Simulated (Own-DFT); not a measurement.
# Computed records: Si3N4 (beta silicon nitride, strained, atoms displaced)

Computed with Own-DFT development build. A calculation, not a measurement: plane-wave PBE density functional theory by an unreviewed code, no spin, of a simulated periodic cell, stress positive in tension, free energy of the whole cell less one offset for each atom, forces on such cells moved up to 12 meV/angstrom on a denser k mesh; offsets are fitted by least squares, one for each functional and potential file, so energies compare only between cells with the same atoms and settings and are not formation energies; the far tail of each file's local potential was reset to the Coulomb form; each entry is a single point on an unrelaxed cell, so the pressure reflects the starting lattice, mostly measured values (interpolated for alloys), from which strain is counted, and rises with the displacements; printed positions are rounded, which can move forces by about a meV/angstrom; the program, named Own-DFT, is a retired in-house code; no spin-orbit coupling; before rounding, a Quantum ESPRESSO 7.3.1 run of the same cell and cutoff gave forces within 1 meV/angstrom rms on each cell, which checks the program and not the settings.

Common to all runs: functional PBE; potential files PseudoDojo norm-conserving, scalar-relativistic, standard set; wave cutoff 42 hartree; occupations Fermi-Dirac; smearing width 0.1 eV; k mesh 2 x 2 x 4 centred on Gamma.

```json
{"entry": 1, "formula": "Si3N4", "kind": "beta silicon nitride, strained, atoms displaced", "structure": {"cell_angstrom": [[15.2822, -0.3029, -0.1798], [-7.9034, 13.1401, 0.0577], [-0.0688, -0.0142, 5.896]], "atoms_fractional": [["Si", 0.08884, 0.385, 0.11144], ["Si", 0.12059, 0.20142, 0.11928], ["Si", 0.30134, 0.41621, 0.13285], ["Si", 0.41066, 0.11142, 0.36316], ["Si", 0.37744, 0.29483, 0.38561], ["Si", 0.21076, 0.08835, 0.37569], ["N", 0.16589, 0.01465, 0.1346], ["N", 0.48438, 0.1526, 0.1172], ["N", 0.34947, 0.33019, 0.1366], ["N", 0.3319, 0.48167, 0.35849], ["N", 0.02129, 0.34661, 0.38996], ["N", 0.14554, 0.16165, 0.38098], ["N", 0.16472, 0.33298, 0.13034], ["N", 0.33734, 0.16867, 0.36925], ["Si", 0.09285, 0.38588, 0.63169], ["Si", 0.11265, 0.20483, 0.63074], ["Si", 0.29964, 0.4165, 0.62547], ["Si", 0.41501, 0.11904, 0.87548], ["Si", 0.3861, 0.2943, 0.86844], ["Si", 0.20788, 0.08672, 0.85924], ["N", 0.16416, 0.01845, 0.63585], ["N", 0.48234, 0.15247, 0.61498], ["N", 0.34791, 0.33411, 0.62891], ["N", 0.32896, 0.48374, 0.88096], ["N", 0.00904, 0.34609, 0.87404], ["N", 0.1453, 0.16561, 0.87135], ["N", 0.16428, 0.3282, 0.63102], ["N", 0.32094, 0.15944, 0.89037], ["Si", 0.08675, 0.88433, 0.12725], ["Si", 0.11521, 0.70122, 0.13373], ["Si", 0.30187, 0.91003, 0.12608], ["Si", 0.4194, 0.62004, 0.37967], ["Si", 0.38234, 0.7972, 0.3801], ["Si", 0.20877, 0.58721, 0.36777], ["N", 0.16736, 0.51829, 0.10983], ["N", 0.48641, 0.64553, 0.1333], ["N", 0.34731, 0.8325, 0.13598], ["N", 0.33307, 0.98515, 0.37998], ["N", 0.0178, 0.84606, 0.39077], ["N", 0.15355, 0.66374, 0.38211], ["N", 0.17014, 0.83348, 0.12135], ["N", 0.33367, 0.67218, 0.36881], ["Si", 0.0871, 0.88359, 0.62362], ["Si", 0.10996, 0.70295, 0.62638], ["Si", 0.30112, 0.9198, 0.61344], ["Si", 0.40786, 0.60775, 0.87101], ["Si", 0.37774, 0.79086, 0.88841], ["Si", 0.20696, 0.58893, 0.87363], ["N", 0.16117, 0.51016, 0.61982], ["N", 0.47935, 0.65024, 0.62844], ["N", 0.34238, 0.82968, 0.63545], ["N", 0.33738, 0.98522, 0.88255], ["N", 0.01224, 0.84963, 0.86373], ["N", 0.15026, 0.65957, 0.87479], ["N", 0.16314, 0.83181, 0.6266], ["N", 0.33121, 0.66515, 0.87147], ["Si", 0.5815, 0.38472, 0.11487], ["Si", 0.61905, 0.19875, 0.11313], ["Si", 0.79758, 0.41282, 0.11313], ["Si", 0.91332, 0.11736, 0.39205], ["Si", 0.88726, 0.30609, 0.36036], ["Si", 0.70216, 0.09284, 0.3915], ["N", 0.66161, 0.0162, 0.12824], ["N", 0.97952, 0.1502, 0.12913], ["N", 0.84936, 0.32748, 0.12577], ["N", 0.8284, 0.48855, 0.37508], ["N", 0.51674, 0.35043, 0.38908], ["N", 0.64605, 0.15731, 0.37854], ["N", 0.67091, 0.32826, 0.12719], ["N", 0.83557, 0.16797, 0.38106], ["Si", 0.5888, 0.38748, 0.61391], ["Si", 0.61816, 0.20086, 0.64514], ["Si", 0.79043, 0.41336, 0.62725], ["Si", 0.9098, 0.11104, 0.86791], ["Si", 0.8863, 0.30337, 0.87199], ["Si", 0.70229, 0.09504, 0.86582], ["N", 0.66528, 0.01313, 0.62204], ["N", 0.98717, 0.15718, 0.62307], ["N", 0.85008, 0.33321, 0.62237], ["N", 0.83332, 0.48478, 0.88598], ["N", 0.51597, 0.34609, 0.87933], ["N", 0.65025, 0.16207, 0.88149], ["N", 0.66486, 0.33342, 0.62868], ["N", 0.83759, 0.16162, 0.87851], ["Si", 0.58567, 0.8901, 0.12382], ["Si", 0.62324, 0.70371, 0.11889], ["Si", 0.79148, 0.90879, 0.1281], ["Si", 0.90898, 0.6206, 0.36993], ["Si", 0.88754, 0.79097, 0.37148], ["Si", 0.70359, 0.58519, 0.37474], ["N", 0.66464, 0.51764, 0.13715], ["N", 0.97858, 0.64724, 0.11399], ["N", 0.84899, 0.83582, 0.14193], ["N", 0.83997, 0.98724, 0.38483], ["N", 0.51179, 0.84858, 0.37877], ["N", 0.65532, 0.67356, 0.36036], ["N", 0.66343, 0.83062, 0.13008], ["N", 0.83433, 0.66875, 0.37204], ["Si", 0.59371, 0.88382, 0.63797], ["Si", 0.62073, 0.70771, 0.61582], ["Si", 0.79445, 0.91517, 0.6306], ["Si", 0.90642, 0.6092, 0.87176], ["Si", 0.88601, 0.79582, 0.87747], ["Si", 0.70414, 0.58854, 0.88963], ["N", 0.66429, 0.51012, 0.62073], ["N", 0.99029, 0.6495, 0.61913], ["N", 0.85084, 0.84021, 0.62824], ["N", 0.83317, 0.98668, 0.88431], ["N", 0.51729, 0.85025, 0.89131], ["N", 0.65207, 0.66276, 0.8791], ["N", 0.66545, 0.83983, 0.63115], ["N", 0.83918, 0.67066, 0.87222]]}, "results": {"free_energy_of_cell_above_offsets [eV]": "-2.571", "pressure [GPa]": 8.4, "stress_xx [GPa]": -7.06, "stress_yy [GPa]": -16.86, "stress_zz [GPa]": -1.29, "stress_yz [GPa]": -1.91, "stress_xz [GPa]": -6.02, "stress_xy [GPa]": -7.65, "force_element": ["Si", "Si", "Si", "Si", "Si", "Si", "N", "N", "N", "N", "N", "N", "N", "N", "Si", "Si", "Si", "Si", "Si", "Si", "N", "N", "N", "N", "N", "N", "N", "N", "Si", "Si", "Si", "Si", "Si", "Si", "N", "N", "N", "N", "N", "N", "N", "N", "Si", "Si", "Si", "Si", "Si", "Si", "N", "N", "N", "N", "N", "N", "N", "N", "Si", "Si", "Si", "Si", "Si", "Si", "N", "N", "N", "N", "N", "N", "N", "N", "Si", "Si", "Si", "Si", "Si", "Si", "N", "N", "N", "N", "N", "N", "N", "N", "Si", "Si", "Si", "Si", "Si", "Si", "N", "N", "N", "N", "N", "N", "N", "N", "Si", "Si", "Si", "Si", "Si", "Si", "N", "N", "N", "N", "N", "N", "N", "N"], "force_x [eV/angstrom]": [-0.176, -3.62, -0.812, 0.323, 1.831, -4.76, 0.027, 1.365, -0.654, 0.439, -2.303, 1.972, 1.754, 1.421, -1.151, 2.311, -1.347, -1.743, -2.836, -10.12, 0.727, 1.033, 0.599, 0.864, 3.648, 2.93, 0.815, 10.44, 1.169, 1.225, -1.877, -2.939, -0.162, -3.284, 0.271, -0.059, 0.941, 0.446, -1.015, -1.622, -1.9, 3.615, 1.381, 7.914, 0.064, 0.007, 0.786, -3.351, 1.325, 3.194, 0.404, 0.206, 2.583, -2.479, 0.869, 3.765, 3.233, -1.899, 1.231, -0.737, 5.038, 4.281, -0.103, 2.057, -4.036, 0.451, -2.148, -3.82, -3.009, -1.753, 1.178, -2.21, 3.591, 1.951, 0.637, 6.484, -0.73, -1.214, -2.943, -0.407, -0.726, -2.118, -0.996, -5.224, 1.473, -3.628, 1.852, 3.989, -3.886, -1.815, -0.026, 1.014, 1.704, -0.916, 1.986, 2.301, -1.116, -0.757, -7.556, -0.453, 3.027, 2.056, -3.756, 0.654, 0.213, -7.958, 1.102, 0.005, -2.153, -0.887, 4.27, -1.25], "force_y [eV/angstrom]": [-1.364, -0.331, -4.922, 3.301, 0.841, -0.474, 0.227, 0.285, 1.557, 3.834, 0.514, -0.193, 0.565, -0.414, -3.534, -2.722, -2.113, -1.178, -0.407, -3.513, -2.812, 0.005, 0.551, -2.062, 2.375, -1.698, 4.748, 7.654, -0.844, -1.08, 0.735, -0.382, 1.513, -1.431, -1.228, -0.211, -0.097, -0.256, -0.641, 0.35, -0.356, -2.559, 0.859, 0.595, -4.394, 4.738, 2.712, -1.9, 4.44, 0.64, 1.143, 0.408, 1.109, 1.607, 2.197, 0.028, -0.977, 0.444, -1.049, 1.061, -3.592, -2.919, 3.126, 0.323, 3.34, -1.412, -0.815, 2.727, 0.705, 1.242, -3.871, 0.769, 0.401, 3.444, -4.087, -5.12, 1.934, -1.345, 1.995, -1.769, -0.046, 1.437, -1.715, 2.904, -1.657, 0.636, 2.849, -0.931, 6.229, 1.73, -1.616, 0.84, -1.2, -2.088, 0.814, -2.511, 0.413, -2.934, 0.777, -0.328, 1.331, 4.347, 3.223, -0.072, 5.447, -3.516, -1.914, -4.168, -1.46, 0.42, -4.647, -3.567], "force_z [eV/angstrom]": [2.865, 1.882, -3.529, 0.428, -0.626, 0.531, -1.532, 1.221, -2.555, 6.086, -3.64, -0.052, -0.617, 0.567, 0.084, -1.446, -0.626, -1.769, 2.311, 4.547, -4.443, 1.947, 0.465, -1.196, -0.417, 0.078, 0.103, -0.249, -0.429, -1.19, -0.642, -2.907, 2.013, 0.691, 2.064, -1.809, -1.032, -3.07, -4.165, -0.374, 0.311, 0.192, 2.708, 0.352, 4.799, 2.271, -1.3, -1.847, 0.359, 1.256, -0.779, -1.17, 1.988, 0.448, -0.228, 0.0, 4.974, 4.601, 4.187, -4.34, 5.597, -2.638, -0.235, -0.234, -3.688, -0.267, -4.429, 0.684, -0.544, 0.119, 2.957, -4.8, -1.362, 2.136, -0.5, 1.826, 1.551, 2.489, -0.6, -3.057, -3.339, -0.965, 0.439, -0.517, 3.554, -0.835, 1.211, -0.091, 1.751, 2.16, -2.539, 2.1, -2.124, -0.454, 0.598, 4.188, -0.3, 0.327, -0.663, 0.7, -0.331, -1.226, -0.256, -2.195, 1.743, 0.421, 0.043, -0.712, -3.77, -2.059, -0.216, 0.007]}}
{"entry": 2, "formula": "Si3N4", "kind": "beta silicon nitride, strained, atoms displaced", "structure": {"cell_angstrom": [[15.0381, 0.1572, -0.0021], [-7.3829, 13.2804, -0.1559], [-0.0008, -0.0693, 5.923]], "atoms_fractional": [["Si", 0.07715, 0.37787, 0.12412], ["Si", 0.11028, 0.20653, 0.12043], ["Si", 0.29775, 0.41744, 0.12549], ["Si", 0.41395, 0.11911, 0.37272], ["Si", 0.38524, 0.29273, 0.36859], ["Si", 0.20653, 0.09302, 0.37791], ["N", 0.16815, 0.01334, 0.13727], ["N", 0.48752, 0.15282, 0.12565], ["N", 0.34513, 0.3289, 0.11368], ["N", 0.33344, 0.48147, 0.37058], ["N", 0.01433, 0.35328, 0.36917], ["N", 0.14163, 0.16151, 0.37869], ["N", 0.17333, 0.33341, 0.11784], ["N", 0.33841, 0.17064, 0.36107], ["Si", 0.08436, 0.38138, 0.61496], ["Si", 0.1178, 0.19975, 0.61553], ["Si", 0.29152, 0.40937, 0.63644], ["Si", 0.41483, 0.11066, 0.86261], ["Si", 0.3904, 0.29742, 0.87797], ["Si", 0.2029, 0.08431, 0.87435], ["N", 0.16765, 0.01962, 0.62761], ["N", 0.48596, 0.15285, 0.63013], ["N", 0.35416, 0.3332, 0.61528], ["N", 0.33212, 0.48206, 0.8629], ["N", 0.0176, 0.35136, 0.8792], ["N", 0.14854, 0.16431, 0.87444], ["N", 0.16777, 0.33682, 0.61282], ["N", 0.33446, 0.17547, 0.88476], ["Si", 0.07794, 0.88047, 0.12719], ["Si", 0.11664, 0.70238, 0.12515], ["Si", 0.29659, 0.91122, 0.12173], ["Si", 0.41121, 0.61345, 0.37908], ["Si", 0.37512, 0.79709, 0.37426], ["Si", 0.19746, 0.58382, 0.37255], ["N", 0.15946, 0.51005, 0.12392], ["N", 0.48181, 0.64959, 0.12894], ["N", 0.35417, 0.83072, 0.12305], ["N", 0.33612, 0.98372, 0.35205], ["N", 0.0188, 0.85091, 0.37202], ["N", 0.14776, 0.66419, 0.37749], ["N", 0.17356, 0.83495, 0.12574], ["N", 0.33486, 0.66564, 0.38651], ["Si", 0.08868, 0.87965, 0.62607], ["Si", 0.11471, 0.70286, 0.62742], ["Si", 0.2964, 0.91145, 0.62413], ["Si", 0.41641, 0.6112, 0.87918], ["Si", 0.3852, 0.79505, 0.86168], ["Si", 0.1995, 0.58354, 0.89257], ["N", 0.16915, 0.51789, 0.62124], ["N", 0.48273, 0.65215, 0.63336], ["N", 0.35111, 0.83829, 0.62898], ["N", 0.33436, 0.97845, 0.88358], ["N", 0.02, 0.85703, 0.8814], ["N", 0.14917, 0.66313, 0.87494], ["N", 0.16957, 0.82999, 0.62675], ["N", 0.3393, 0.67086, 0.88896], ["Si", 0.59165, 0.39139, 0.12322], ["Si", 0.61168, 0.20125, 0.10962], ["Si", 0.80108, 0.41894, 0.13279], ["Si", 0.91466, 0.11417, 0.36198], ["Si", 0.88073, 0.29853, 0.37552], ["Si", 0.70243, 0.08823, 0.38719], ["N", 0.6658, 0.01759, 0.13149], ["N", 0.98179, 0.15189, 0.12277], ["N", 0.85162, 0.33446, 0.11324], ["N", 0.82907, 0.48455, 0.38038], ["N", 0.51812, 0.34835, 0.38121], ["N", 0.64688, 0.17026, 0.36451], ["N", 0.66761, 0.32661, 0.1169], ["N", 0.8313, 0.17092, 0.37319], ["Si", 0.59122, 0.38333, 0.62394], ["Si", 0.61587, 0.20532, 0.61621], ["Si", 0.793, 0.41032, 0.63352], ["Si", 0.90764, 0.11342, 0.87428], ["Si", 0.88652, 0.30113, 0.87152], ["Si", 0.70323, 0.08524, 0.87254], ["N", 0.66585, 0.01811, 0.61945], ["N", 0.98567, 0.15063, 0.61873], ["N", 0.8558, 0.33377, 0.63315], ["N", 0.83585, 0.48725, 0.87562], ["N", 0.51442, 0.35645, 0.86979], ["N", 0.65696, 0.17111, 0.86857], ["N", 0.67269, 0.33856, 0.62065], ["N", 0.82812, 0.16156, 0.88373], ["Si", 0.58997, 0.88907, 0.10691], ["Si", 0.61165, 0.69653, 0.13253], ["Si", 0.80662, 0.92018, 0.13138], ["Si", 0.90776, 0.61507, 0.3756], ["Si", 0.88693, 0.79674, 0.36231], ["Si", 0.70845, 0.59218, 0.37733], ["N", 0.66906, 0.51373, 0.1118], ["N", 0.99367, 0.6548, 0.1251], ["N", 0.85029, 0.83569, 0.09893], ["N", 0.83849, 0.98776, 0.38795], ["N", 0.51496, 0.84917, 0.38601], ["N", 0.65142, 0.66524, 0.37376], ["N", 0.66105, 0.82344, 0.12954], ["N", 0.83061, 0.66685, 0.37954], ["Si", 0.59266, 0.89082, 0.62896], ["Si", 0.61762, 0.70223, 0.62098], ["Si", 0.80146, 0.90944, 0.62829], ["Si", 0.90866, 0.61194, 0.87304], ["Si", 0.8919, 0.79978, 0.88242], ["Si", 0.6974, 0.58556, 0.87148], ["N", 0.66527, 0.51774, 0.6167], ["N", 0.98484, 0.65313, 0.62507], ["N", 0.85241, 0.83546, 0.6361], ["N", 0.83186, 0.98447, 0.87677], ["N", 0.51137, 0.84689, 0.87635], ["N", 0.64689, 0.66236, 0.85715], ["N", 0.66208, 0.83235, 0.64078], ["N", 0.83359, 0.66491, 0.87782]]}, "results": {"free_energy_of_cell_above_offsets [eV]": "-8.358", "pressure [GPa]": 2.65, "stress_xx [GPa]": -8.49, "stress_yy [GPa]": -1.07, "stress_zz [GPa]": 1.62, "stress_yz [GPa]": -3.9, "stress_xz [GPa]": 0.18, "stress_xy [GPa]": 2.26, "force_element": ["Si", "Si", "Si", "Si", "Si", "Si", "N", "N", "N", "N", "N", "N", "N", "N", "Si", "Si", "Si", "Si", "Si", "Si", "N", "N", "N", "N", "N", "N", "N", "N", "Si", "Si", "Si", "Si", "Si", "Si", "N", "N", "N", "N", "N", "N", "N", "N", "Si", "Si", "Si", "Si", "Si", "Si", "N", "N", "N", "N", "N", "N", "N", "N", "Si", "Si", "Si", "Si", "Si", "Si", "N", "N", "N", "N", "N", "N", "N", "N", "Si", "Si", "Si", "Si", "Si", "Si", "N", "N", "N", "N", "N", "N", "N", "N", "Si", "Si", "Si", "Si", "Si", "Si", "N", "N", "N", "N", "N", "N", "N", "N", "Si", "Si", "Si", "Si", "Si", "Si", "N", "N", "N", "N", "N", "N", "N", "N"], "force_x [eV/angstrom]": [4.131, 3.481, 1.741, 1.74, -1.38, 0.11, -0.829, -2.051, 0.501, 0.142, -1.307, 1.68, -4.262, -1.612, 0.481, -2.15, 2.936, -2.518, -3.712, 0.081, 0.391, 0.031, -1.391, 0.37, -1.467, -0.797, -0.589, 2.356, 6.318, 2.452, 2.053, 0.066, 4.946, 2.535, -0.203, 1.609, -2.858, 0.141, -2.171, -0.321, -3.787, -3.269, 0.154, 1.307, 0.077, -2.386, -0.584, 2.446, -0.996, 2.067, 0.227, -0.019, -0.586, -0.921, -1.653, -1.233, -0.043, 2.088, -0.806, -1.73, 1.197, -0.748, 0.124, 0.011, -1.07, 0.729, 0.406, 1.686, -1.129, 1.314, -3.131, 1.152, 3.338, 1.543, 1.578, -1.082, 0.179, -0.97, -3.168, 0.167, 4.079, -0.999, -1.237, 0.765, -0.683, -0.872, -3.561, 3.563, -1.385, -2.039, -0.155, -5.576, 0.709, 0.394, -0.406, 0.191, 1.372, 1.559, -3.3, -3.285, -4.077, 2.629, -0.605, 1.855, 0.574, -1.222, 2.799, 0.665, 2.363, -0.064, 4.311, -1.513], "force_y [eV/angstrom]": [2.225, -0.525, -1.588, -2.089, 3.872, -1.394, 0.182, -1.612, 1.153, 1.403, -1.026, -0.51, -0.237, -2.604, 2.515, 2.0, -0.16, 0.535, 1.35, 2.023, -2.473, -0.311, 0.306, 1.568, -1.055, -0.179, -3.29, -5.975, 3.256, 2.05, -1.162, -0.258, -1.216, 0.715, -0.109, -0.907, 1.531, 2.025, -1.201, 0.355, -2.072, 0.092, 2.622, -1.357, 1.653, 0.854, -0.484, 1.213, -1.903, -0.396, -0.822, 2.706, -0.896, 0.47, 0.785, -3.4, -4.012, 0.395, -3.138, 1.736, -0.667, 1.49, 0.006, -0.245, 1.539, 0.707, 0.5, -1.234, 4.559, -1.485, 1.825, 0.017, 2.052, 0.616, -3.03, 0.436, -0.218, -0.408, 2.082, -1.642, 1.546, -0.611, -3.26, 2.905, -2.707, 1.366, -2.3, 0.335, 0.612, -3.571, 2.777, -2.707, 0.04, -1.56, 0.874, -0.049, 3.699, 2.251, -2.605, 1.071, 0.954, 1.978, -2.603, 0.144, -0.793, -0.706, -1.636, -0.009, 2.537, -0.029, 0.493, 1.428], "force_z [eV/angstrom]": [0.47, -0.274, -1.152, -0.955, -0.497, -0.578, -1.35, -1.148, 1.752, 1.833, 0.808, -3.594, 0.239, 0.751, 1.337, 3.819, -4.001, 3.366, -1.671, 2.603, -1.41, -1.54, 1.178, 3.359, -2.906, 0.078, 0.285, -0.893, 0.551, 0.213, -0.365, 0.639, 0.442, 1.074, 0.675, 0.689, -1.322, 4.667, 1.692, -0.274, -0.021, -0.487, 0.075, 0.202, -0.897, -0.82, 2.015, -2.903, 1.051, -1.26, -0.658, -2.635, -2.641, -0.05, -0.053, -0.33, 0.27, 0.903, -2.071, 3.184, -1.403, -2.516, -1.311, -0.912, 2.493, 0.916, -1.832, 0.95, 0.036, 0.199, 0.088, 0.792, -0.334, -1.704, 1.321, 1.312, 1.433, 0.714, -1.993, 0.656, 0.44, -1.121, 0.309, -0.565, 4.029, -2.123, -0.823, -0.16, 1.336, -0.509, 1.6, 0.24, 5.128, -1.085, -1.394, -0.209, -0.052, -0.603, -1.41, 0.303, 0.591, 0.421, -3.53, -0.75, 0.006, 0.009, -2.227, 0.46, -1.487, 3.204, -0.641, 0.238]}}
```
